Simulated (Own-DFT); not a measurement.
Hf36O71 (tetragonal hafnia with one neutral oxygen vacancy, atoms displaced) (calculated)

Computed with Own-DFT development build. A calculation, not a measurement: plane-wave PBE and HSE06 DFT by an unreviewed code, no spin, of a simulated cell at Gamma alone, so results move with cell size and shape, stress positive in tension, energies less offsets, not probed for a lower state with spin; hafnium file: forces about 75 meV/angstrom off all-electron values; oxygen file: force components 24 meV/angstrom off all-electron in a glass; k mesh not checked against a denser one; forces and stress are PBE's, HSE06 gives the energy alone, and its difference from PBE has offsets of its own; offsets are fitted by least squares, one for each functional and potential file, so energies compare only between cells with the same atoms and settings and are not formation energies; the far tail of each file's local potential was reset to the Coulomb form; each entry is a single point on an unrelaxed cell, so the pressure reflects the starting lattice, taken from the Materials Project, from which strain is counted, and rises with the displacements; printed positions are rounded, which can move forces by about a meV/angstrom; the program is a retired in-house code; no spin-orbit coupling.

### Hf36O71 (tetragonal hafnia with one neutral oxygen vacancy, atoms displaced)

```
Hf36O71
1.0
     10.7800     0.0000     0.0000
      0.0000    10.7800     0.0000
      0.0000     0.0000    10.4493
Hf O Hf O Hf O Hf O Hf O Hf O Hf O Hf O Hf O Hf O Hf O Hf O Hf O Hf O Hf O Hf O Hf O Hf O
2 4 2 4 2 4 2 4 2 4 2 4 2 4 2 4 2 4 2 4 2 3 2 4 2 4 2 4 2 4 2 4 2 4 2 4
Direct
  0.00429 0.00071 0.99588
  0.16802 0.16724 0.25651
  0.99968 0.16342 0.14281
  0.17264 0.99478 0.34740
  0.99779 0.16640 0.40072
  0.16307 0.99998 0.09423
  0.00060 0.99712 0.50399
  0.16338 0.16863 0.74557
  0.00032 0.17125 0.65065
  0.15671 0.99964 0.84216
  0.00254 0.16718 0.89590
  0.16835 0.98914 0.59479
  0.00367 0.33511 0.99484
  0.17704 0.50104 0.24270
  0.99673 0.49588 0.15163
  0.16651 0.33439 0.34630
  0.99936 0.49363 0.40524
  0.16896 0.33193 0.09676
  0.00296 0.32227 0.50531
  0.16776 0.50096 0.74974
  0.00015 0.49853 0.65279
  0.17023 0.33834 0.84897
  0.00202 0.50246 0.89544
  0.16839 0.33678 0.60064
  0.99934 0.67042 0.00757
  0.17267 0.82673 0.25057
  0.00355 0.83196 0.14660
  0.15686 0.65974 0.35043
  0.00564 0.83753 0.41030
  0.16422 0.66893 0.09662
  0.00130 0.66210 0.50161
  0.16793 0.83622 0.74355
  0.00125 0.82927 0.64590
  0.17026 0.66882 0.84489
  0.99673 0.82364 0.90085
  0.16756 0.66881 0.60081
  0.32713 0.00459 0.01752
  0.50598 0.16611 0.25333
  0.32746 0.16277 0.16195
  0.49248 0.98891 0.34685
  0.32782 0.16623 0.41198
  0.49765 0.00135 0.10375
  0.33179 0.00171 0.50668
  0.49917 0.16345 0.75753
  0.33146 0.15732 0.64981
  0.50733 0.99944 0.84782
  0.33314 0.16629 0.89396
  0.49119 0.99015 0.59708
  0.33271 0.33016 0.00756
  0.49803 0.50590 0.25310
  0.32978 0.49965 0.14175
  0.50237 0.34045 0.34391
  0.33155 0.50050 0.40455
  0.49870 0.33480 0.09929
  0.33517 0.33432 0.49913
  0.50361 0.48942 0.75090
  0.33758 0.50513 0.64358
  0.50212 0.33167 0.84434
  0.33263 0.50911 0.89771
  0.49959 0.33442 0.59341
  0.32660 0.66363 0.00370
  0.50066 0.82694 0.24416
  0.33895 0.83271 0.15199
  0.50118 0.66656 0.34993
  0.50010 0.67460 0.09202
  0.33853 0.66645 0.49358
  0.51133 0.83509 0.74024
  0.34724 0.83581 0.65133
  0.50369 0.66758 0.85242
  0.32999 0.83229 0.89858
  0.49500 0.66327 0.60443
  0.66325 0.99773 0.99674
  0.82535 0.17185 0.25393
  0.66826 0.16175 0.16016
  0.82274 0.99196 0.34808
  0.66979 0.17069 0.39833
  0.82798 0.00108 0.09918
  0.66572 0.99260 0.49780
  0.83197 0.17281 0.75337
  0.66497 0.16387 0.64827
  0.83753 0.00199 0.85880
  0.66103 0.16699 0.90308
  0.82600 0.99305 0.59538
  0.66873 0.33173 0.98910
  0.82585 0.49359 0.24050
  0.66106 0.49840 0.15937
  0.82832 0.33263 0.34884
  0.66357 0.49583 0.41254
  0.83158 0.33638 0.10667
  0.65894 0.33317 0.50043
  0.83384 0.49752 0.75365
  0.66224 0.50824 0.64962
  0.83490 0.32832 0.84005
  0.66262 0.49849 0.90625
  0.84190 0.33737 0.60079
  0.66594 0.67400 0.99986
  0.83114 0.83545 0.25333
  0.66713 0.83925 0.15124
  0.83108 0.66188 0.34270
  0.66818 0.82878 0.40250
  0.83764 0.66434 0.09760
  0.66670 0.66344 0.50557
  0.82321 0.83713 0.74804
  0.67276 0.83176 0.64890
  0.83736 0.66748 0.84269
  0.67202 0.83351 0.90282
  0.83958 0.66385 0.59866
```

It was run with first functional PBE, second functional HSE06, exact exchange share 0.25, screening 0.11 1/bohr, exchange divergence Gygi-Baldereschi, potential files PseudoDojo norm-conserving, scalar-relativistic, made for PBE, standard set, wave cutoff 48 hartree, occupations fixed and k mesh 1 x 1 x 1 centred on Gamma.

The calculation gives: PBE energy of cell above offsets -96.414 eV; HSE06 less PBE above offsets 0.116 eV; PBE pressure 2.06 GPa; PBE stress xx -2.53 GPa; PBE stress yy -1.4 GPa; PBE stress zz -2.27 GPa; PBE stress yz -0.54 GPa; PBE stress xz 0.13 GPa; PBE stress xy -0.13 GPa.

Force:
```csv
element,x (eV/Å),y (eV/Å),z (eV/Å)
Hf,-2.017,-0.764,0.027
Hf,-2.085,-0.362,0.044
O,0.162,0.379,1.02
O,0.225,0.375,-0.383
O,0.179,-1.23,-0.159
O,0.685,-0.154,0.992
Hf,-0.343,-0.906,-0.323
Hf,0.905,0.153,1.231
O,-0.423,-0.848,-0.114
O,-0.031,0.657,0.19
O,-0.084,0.892,0.027
O,-0.901,0.692,0.531
Hf,0.215,0.076,1.018
Hf,-3.818,-0.623,1.857
O,1.312,-0.104,-0.298
O,0.596,-0.102,-0.135
O,-0.089,-0.192,0.433
O,-0.277,0.042,0.106
Hf,-0.273,3.002,-1.116
Hf,0.31,1.523,-0.533
O,0.119,0.172,0.541
O,-0.242,-1.188,0.208
O,-0.515,-0.788,0.931
O,0.564,-0.722,-0.146
Hf,-0.33,-0.117,-1.734
Hf,-1.149,0.37,0.849
O,-0.489,0.142,1.136
O,1.082,0.686,-1.013
O,-0.454,-0.63,-1.36
O,0.778,-0.371,1.36
Hf,0.426,-0.666,-0.331
Hf,0.656,-1.609,0.668
O,-1.014,0.968,1.146
O,-0.119,-0.318,0.228
O,0.271,1.725,0.057
O,0.783,0.02,-0.875
Hf,1.128,-1.395,-2.888
Hf,-0.388,-0.672,0.167
O,1.525,0.257,-1.019
O,0.15,1.422,0.22
O,0.482,0.576,-0.98
O,0.185,0.525,-0.472
Hf,-0.061,-1.439,-1.404
Hf,-0.635,-0.827,-1.238
O,0.389,0.496,0.601
O,0.395,-0.235,-0.012
O,0.159,-0.148,1.7
O,3.187,0.802,0.178
Hf,-0.07,0.729,-1.983
Hf,0.425,-0.907,-0.625
O,1.739,0.293,0.551
O,-0.409,-1.28,0.463
O,0.205,-0.106,-1.714
O,0.413,-0.754,-0.586
Hf,-1.142,0.48,0.521
Hf,-1.69,3.673,-0.426
O,-0.189,-1.134,0.984
O,0.124,-0.753,0.894
O,0.351,-2.297,0.469
O,-0.473,-0.263,0.896
Hf,1.007,1.684,-3.172
Hf,0.377,0.932,0.792
O,-1.544,0.214,0.268
O,-0.435,0.004,0.17
O,-0.027,-0.536,1.347
Hf,-1.07,0.855,2.011
Hf,-3.086,-1.36,2.098
O,-2.166,-0.324,-0.502
O,0.926,-0.075,-0.923
O,-0.069,1.134,1.432
O,1.396,0.789,-1.207
Hf,0.92,0.018,1.42
Hf,2.187,-1.053,-0.421
O,-1.39,0.418,-1.348
O,0.227,1.908,0.621
O,-1.106,-1.215,0.48
O,0.617,-0.206,-0.406
Hf,-0.4,0.791,-0.645
Hf,0.225,-2.643,-1.639
O,-0.067,0.239,0.805
O,-0.669,0.349,-1.69
O,0.441,0.081,-0.396
O,1.188,0.432,0.57
Hf,-0.497,0.667,2.498
Hf,2.267,0.669,2.077
O,-0.787,0.455,-0.77
O,-0.141,0.189,0.12
O,-0.306,1.075,-0.963
O,-0.489,-0.519,-2.155
Hf,2.407,-0.171,-0.043
Hf,1.168,1.982,-1.729
O,1.04,-0.858,1.008
O,-0.63,1.415,2.468
O,0.727,-0.177,-0.291
O,-2.274,-0.501,0.089
Hf,0.032,-0.956,-0.394
Hf,0.934,-1.088,-0.865
O,0.035,-0.719,-0.406
O,-0.155,0.51,0.207
O,-0.302,-0.225,0.143
O,-1.845,-0.089,-0.135
Hf,0.82,-0.634,-0.2
Hf,4.408,-0.636,1.32
O,-1.412,-0.142,-1.206
O,-1.203,-0.376,0.193
O,0.112,0.379,-0.85
O,-1.803,0.084,-0.163
```
